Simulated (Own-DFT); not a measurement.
# Response to strain: beta-Si3N4, 112 atoms (N64Si48)

All numbers below are calculated, not measured. They come from Own-DFT, an in-house plane-wave density functional program, since retired, whose code no person has reviewed. Each row is one single-point run on a periodic cell that was not relaxed, without spin or spin-orbit coupling.

Settings of every run: PBE; PseudoDojo norm-conserving scalar-relativistic files; cutoff 42 hartree; 2 x 2 x 4 k mesh centred on Gamma; Fermi-Dirac smearing of 0.1 eV.

Known limits: forces on such cells moved up to 12 meV/angstrom on a denser k mesh; stress not checked against mesh or cutoff.

Unstrained cell vectors in Å: (15.212, 0.000, 0.000); (-7.606, 13.174, 0.000); (0.000, 0.000, 5.818). The unstrained cell has measured lattice constants (interpolated for alloys), not those of this functional. That, the random moves and any unrelaxed bonds set the pressure at no strain. Each run strains this cell uniformly, with the atoms carried along. Every atom was also moved at random, by a Gaussian of width 0.05 Å on each axis. Strain is the symmetric tensor, in per cent. Stress is positive in tension, and the pressure is minus a third of its trace.

```
run  e_xx (%)  e_yy (%)  e_zz (%)  e_yz (%)  e_xz (%)  e_xy (%)  s_xx (GPa)  s_yy (GPa)  s_zz (GPa)  s_yz (GPa)  s_xz (GPa)  s_xy (GPa)  P (GPa)  E (meV/atom)
  1     -1.32      1.80      0.70      1.16     -1.75     -0.82       -9.53        0.86       -7.74        3.41       -4.75       -2.57     5.47          29.2
  2      1.46     -1.65     -0.31     -0.29      0.67     -0.54       -1.76      -15.02      -12.84       -0.53        0.81       -1.58     9.87          12.6
  3     -0.70     -0.31     -1.76      1.48     -1.96      1.07      -13.30      -11.10      -24.57        5.62       -4.08        6.23    16.33          30.6
  4      1.50      0.97     -0.33     -0.19     -1.75      0.28        1.15        0.85      -11.57       -1.24       -5.33        1.89     3.19           9.5
  5      0.36      0.49      0.90      1.21      1.39      0.54       -4.51       -3.69       -2.35        3.66        4.82        1.51     3.52           0.0
  6      1.92     -0.47      1.38     -0.84     -1.30      1.76        1.25       -5.76        0.50       -1.13       -4.95        7.37     1.33          14.1
  7     -1.15      0.75     -0.81     -1.64      1.04     -1.04      -11.17       -8.69      -15.01       -4.52        2.46       -3.96    11.62          21.2
  8      1.16      1.67      0.95     -1.86      1.78     -1.34        2.07        0.14       -1.60       -4.56        6.55       -4.55    -0.20          25.8
  9     -1.93     -0.80     -0.13     -1.30     -0.55      0.38      -18.73      -15.30      -15.88       -5.17       -1.88        0.53    16.64          43.0
 10      0.73     -0.28     -0.19      1.45     -0.38     -1.91       -5.39       -7.39      -12.95        4.25       -3.06       -9.27     8.57          40.4
 11      0.15      1.42     -0.83      1.11     -1.35      0.11       -5.42       -2.28      -12.07        2.39       -4.23        0.89     6.59          12.5
 12     -0.97      1.63      0.91      1.70      1.84     -0.07      -12.44        0.91       -3.26        6.81        7.32        1.41     4.93          22.7
 13      1.45     -1.63     -1.59      1.86      1.90      0.96       -2.27      -17.11      -24.09        8.69        6.31        4.35    14.49          54.0
 14      0.52     -0.38     -0.86      1.63      1.91      0.58       -4.29      -10.55      -16.58        6.15        6.22        0.38    10.47          26.1
 15     -1.84     -0.18      0.66      0.74      0.98     -1.42           ?           ?           ?           ?           ?           ?        ?             ?
```

E is the free energy for each atom above the lowest run shown.

## Worked fit

Each stress component was fitted by least squares to a constant and the strains of the runs shown, as fractions, with shears doubled. Shear strains stay in the fit of a normal stress only where such slopes are resolved. The slopes, in GPa:

| stress | at no strain | per e_xx | per e_yy | per e_zz | scatter |
|---|---|---|---|---|---|
| s_xx | -7.5 | 516 ± 34 | 146 ± 40 | 15 ± 45 | 1.40 |
| s_yy | -8.0 | 135 ± 39 | 502 ± 45 | 117 ± 51 | 1.59 |
| s_zz | -11.1 | 116 ± 39 | 147 ± 45 | 676 ± 52 | 1.61 |

Each shear stress against twice its own strain: yz 159 ± 12, xz 166 ± 9, xy 218 ± 21 GPa. These are stiffnesses along x, y and z of the frame in which the cell vectors are given, which need not be the crystal's axes. The atoms are held to the strained lattice; where symmetry lets them move under strain, relaxing them would lower some slopes. The table should be nearly symmetric about its diagonal, and what it lacks of that shows the noise. A ninth of its sum, 263 ± 7 GPa, estimates the bulk modulus near the mean pressure of these runs, 8.1 GPa, so it lies above the value at zero pressure.

## Withheld run

Question: what normal stresses and pressure should run 15 give?

The fit gives s_xx = -17.1, s_yy = -10.6, s_zz = -9.0 and P = 12.2 GPa. The calculation gave -16.93, -10.13, -8.24 and P = 11.77 GPa.
